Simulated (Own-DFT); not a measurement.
# What a defect does to the pressure of its cell: wurtzite GaN

Calculated, not measured: single-point runs of Own-DFT, a retired in-house plane-wave DFT program that no person has reviewed, on unrelaxed cells, without spin or spin-orbit coupling.

Method: PBE; PseudoDojo norm-conserving scalar-relativistic files; cutoff 42 hartree; 4 x 4 x 3 k mesh centred on Gamma; Fermi-Dirac smearing of 0.1 eV.

Keep in mind (not all hold for every row): not probed for a lower state with spin; forces not confirmed at this smearing and k mesh; stress not checked against mesh or cutoff.

All runs share one cell, with vectors in Å (9.567, 0.000, 0.000); (-4.784, 8.285, 0.000); (0.000, 0.000, 10.370) and a volume of 822.0 Å³. Atoms were moved at random from their sites; u is the rms move along one axis. The defect's site can differ from row to row.

| cell | formula | u (Å) | P (GPa) |
|---|---|---|---|
| no defect | Ga36N36 | 0.0198 | 5.90 |
| no defect | Ga36N36 | 0.0223 | 5.97 |
| no defect | Ga36N36 | 0.0488 | 7.55 |
| one Ga on an N site | Ga37N35 | 0.0301 | 12.41 |
| one Ga on an N site | Ga37N35 | 0.0500 | 13.31 |
| one Ga on an N site | Ga37N35 | 0.0527 | 13.01 |
| one N on a Ga site | Ga35N37 | 0.0293 | 5.44 |
| one N on a Ga site | Ga35N37 | 0.0297 | 5.45 |
| one N on a Ga site | Ga35N37 | 0.0479 | ? |
| one N on a Ga site | Ga35N37 | 0.0503 | 6.65 |

## What the rows give

P = P0 + c u² + a shift for each defect gives P0 = 5.75 GPa, c = 666 ± 98 GPa/Å² and a scatter of 0.25 GPa. The shifts, and each times the cell's volume:

- one Ga on an N site: 5.79 ± 0.22 GPa, 29.7 eV
- one N on a Ga site: -0.85 ± 0.21 GPa, -4.4 eV

Positive is outwards. The product with the volume (160.2 GPa Å³ to the eV) is nearly free of the cell's size; divided by the bulk modulus at the cell's pressure it gives the volume that the defect adds. The atoms around the defects weren't relaxed, which would change these numbers.

## Withheld run

Q: what pressure belongs in the blank (one N on a Ga site, u = 0.0479 Å)?

From the fit: 6.43 ± 0.30 GPa. The hidden result is 6.50 GPa.
